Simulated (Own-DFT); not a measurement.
# How strain changes the stress of wurtzite AlN, 128 atoms (Al64N64)

These are calculations, not measurements. The program, named Own-DFT, is a retired in-house plane-wave density functional code that no person has reviewed. Each row is one single-point run on a periodic cell that was not relaxed, without spin or spin-orbit coupling.

Settings of every run: PBE; PseudoDojo norm-conserving scalar-relativistic files; cutoff 42 hartree; 3 x 3 x 3 k mesh centred on Gamma; Gaussian smearing of 0.01 eV.

Known limits: k mesh not checked against a denser one; stress not checked against mesh or cutoff.

Unstrained cell vectors in Å: (12.448, 0.000, 0.000); (-6.224, 10.780, 0.000); (0.000, 0.000, 9.964). The unstrained cell has measured lattice constants (interpolated for alloys), not those of this functional. That, the random moves and any unrelaxed bonds set the pressure at no strain. Each run strains this cell uniformly, with the atoms carried along. Every atom was also moved at random, by a Gaussian of width 0.05 Å on each axis. Strain is the symmetric tensor, in per cent. Stress is positive in tension, and the pressure is minus a third of its trace.

| run | e_xx (%) | e_yy (%) | e_zz (%) | s_xx (GPa) | s_yy (GPa) | s_zz (GPa) | P (GPa) | E (meV/atom) |
|---|---|---|---|---|---|---|---|---|
| 1 | 0.00 | 0.00 | 3.00 | -2.31 | -5.05 | 6.92 | 0.15 | 10.3 |
| 2 | 0.00 | 0.00 | 2.75 | -4.43 | -4.08 | 6.36 | 0.72 | 11.4 |
| 3 | 0.00 | 0.00 | 0.50 | -6.37 | -5.26 | -2.77 | 4.80 | 12.4 |
| 4 | 0.00 | 0.00 | 1.75 | -4.72 | -3.53 | 2.16 | 2.03 | 0.0 |
| 5 | 0.00 | 0.00 | 0.75 | -5.71 | -5.80 | -0.52 | 4.01 | 1.2 |
| 6 | 0.00 | 0.00 | -1.50 | -6.94 | -7.06 | -12.34 | 8.78 | 14.4 |
| 7 | 0.00 | 0.00 | 2.00 | -4.21 | -3.51 | 2.38 | 1.78 | 6.8 |
| 8 | 0.00 | 0.00 | -1.25 | -7.50 | -7.39 | -9.95 | 8.28 | 17.3 |
| 9 | 0.00 | 0.00 | 0.25 | ? | ? | ? | ? | ? |

E is the free energy for each atom above the lowest run shown.

## Worked fit

The change of volume is close to e_xx + e_yy + e_zz. A straight line through the runs shown gives P = 5.75 - 193 x (fractional change of volume) GPa, with an error of 5 on the slope and a scatter of 0.24 GPa. The strain isn't the same on all axes and the cell isn't cubic, so the slope belongs to this path and is not the bulk modulus.

## Withheld run

Question: what pressure should run 9 give? Its volume changes by 0.25 %.

The line gives 5.3 GPa. The calculation gave 5.04 GPa.
